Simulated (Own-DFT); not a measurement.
# How strain changes the stress of wurtzite AlGaN with randomly placed atoms, 72 atoms (Al27Ga9N36)

All numbers below are calculated, not measured. They come from Own-DFT, an in-house plane-wave density functional program, since retired, whose code no person has reviewed. Each row is one single-point run on a periodic cell that was not relaxed, without spin or spin-orbit coupling.

Settings of every run: PBE; PseudoDojo norm-conserving scalar-relativistic files; cutoff 42 hartree; 4 x 4 x 3 k mesh centred on Gamma; Fermi-Dirac smearing of 0.1 eV.

Known limits: forces on such cells passed a denser k mesh, each cell not checked; stress not checked against mesh or cutoff.

Unstrained cell vectors in Å: (9.394, 0.000, 0.000); (-4.697, 8.135, 0.000); (0.000, 0.000, 10.066). The unstrained cell has measured lattice constants (interpolated for alloys), not those of this functional. That, the random moves and any unrelaxed bonds set the pressure at no strain. Each run strains this cell uniformly, with the atoms carried along. Every atom was also moved at random, by a Gaussian of width 0.05 Å on each axis. The random placing of the alloy's atoms differs from row to row. Strain is the symmetric tensor, in per cent. Stress is positive in tension, and the pressure is minus a third of its trace.

```
run  e_xx (%)  e_yy (%)  e_zz (%)  s_xx (GPa)  s_yy (GPa)  s_zz (GPa)  P (GPa)  E (meV/atom)
  1      0.25      0.25      0.00       -4.38       -6.42       -6.80     5.86          13.5
  2     -1.75     -1.75      0.00      -15.56      -16.29      -12.42    14.76          37.1
  3      1.75      1.75      0.00        2.42        2.04       -4.22    -0.08          11.7
  4      3.00      3.00      0.00        8.28        9.22       -3.09    -4.80           0.0
  5     -1.50     -1.50      0.00      -16.59      -17.08       -8.32    14.00          35.5
  6     -2.50     -2.50      0.00      -21.98      -23.39      -10.87    18.75          48.5
  7      1.25      1.25      0.00        0.32        1.86       -7.50     1.77           1.7
  8      1.00      1.00      0.00       -0.95       -0.04       -7.90     2.96          14.1
  9     -2.00     -2.00      0.00           ?           ?           ?        ?             ?
```

E is the free energy for each atom above the lowest run shown.

## Worked fit

The change of volume is close to e_xx + e_yy + e_zz. A straight line through the runs shown gives P = 7.53 - 214 x (fractional change of volume) GPa, with an error of 5 on the slope and a scatter of 0.51 GPa. The strain isn't the same on all axes and the cell isn't cubic, so the slope belongs to this path and is not the bulk modulus.

## Withheld run

Question: what pressure should run 9 give? Its volume changes by -3.96 %.

The line gives 16.0 GPa. The calculation gave 16.43 GPa.
